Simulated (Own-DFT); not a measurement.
# What a change of functional does to the pressure

These are calculations, not measurements. They come from Own-DFT, an in-house plane-wave density functional program, since retired, whose code no person has reviewed. Each row is one single-point run on a periodic cell that was not relaxed, without spin or spin-orbit coupling.

Known limits, some of them of some rows only: hafnium file: forces about 75 meV/angstrom off all-electron values; oxygen file: force components 24 meV/angstrom off all-electron in a glass; forces on such cells failed a check on a denser k mesh; forces on such cells passed a denser k mesh, each cell not checked; stress not checked against mesh or cutoff.

Each cell was run twice at the same cutoff, k mesh and smearing, with PBE and with PBEsol, on PseudoDojo norm-conserving files made for PBE. Atoms were moved at random from their sites; u is the rms move along one axis. Files made for PBEsol would give a somewhat different change.

| cell | atoms | volume (Å³/atom) | u (Å) | cutoff (hartree) | P with PBE (GPa) | P with PBEsol (GPa) | change (GPa) |
|---|---|---|---|---|---|---|---|
| C40 NbSi2 with two Nb on a Si site each (Nb14Si22) | 36 | 14.64 | 0.049 | 42 | 8.18 | 4.13 | -4.05 |
| C40 NbSi2 with two Nb on a Si site each (Nb14Si22) | 36 | 14.64 | 0.033 | 42 | 7.69 | 3.63 | -4.05 |
| C40 NbSi2 with two Nb on a Si site each (Nb14Si22) | 36 | 14.64 | 0.034 | 42 | 7.77 | ? | ? |
| D0_22 TiAl3 with two Ti on an Al site each (Al28Ti12) | 40 | 15.63 | 0.048 | 42 | 3.76 | 1.65 | -2.12 |
| D0_22 TiAl3 with two Ti on an Al site each (Al28Ti12) | 40 | 15.63 | 0.051 | 42 | 3.61 | 1.50 | -2.12 |
| D0_22 TiAl3 with two Ti on an Al site each (Al28Ti12) | 40 | 15.63 | 0.047 | 42 | 3.54 | 1.42 | -2.12 |
| diamond-structure SiGe with randomly placed atoms (Ge48Si16) | 64 | 21.97 | 0.056 | 42 | 3.80 | 1.08 | -2.72 |
| diamond-structure SiGe with randomly placed atoms (Ge48Si16) | 64 | 21.97 | 0.032 | 42 | 3.36 | 0.65 | -2.71 |
| diamond-structure SiGe with randomly placed atoms (Ge48Si16) | 64 | 21.97 | 0.031 | 42 | 3.42 | 0.71 | -2.71 |
| monoclinic HfO2 (Hf32O64) | 96 | 11.52 | 0.021 | 72 | 4.07 | -2.39 | -6.46 |
| monoclinic HfO2 (Hf32O64) | 96 | 11.52 | 0.020 | 72 | 3.88 | -2.58 | -6.45 |
| monoclinic HfO2 (Hf32O64) | 96 | 11.52 | 0.050 | 72 | 5.15 | -1.32 | -6.47 |

## Worked reading

Mean change of pressure by composition, in GPa: HfO2, -6.46; Nb7Si11, -4.05; Ge3Si, -2.71; Al7Ti3, -2.12. At a fixed cell PBEsol gives the lower pressure, because it favours a smaller volume than PBE. Here the change varies more between materials than between cells of one material.

## Withheld value

Question: what PBEsol pressure should the Nb14Si22 cell with the blank give?

Adding the mean change of the cells with its composition, -4.05 GPa, to 7.77 gives 3.7 GPa. The calculation gave 3.72 GPa.
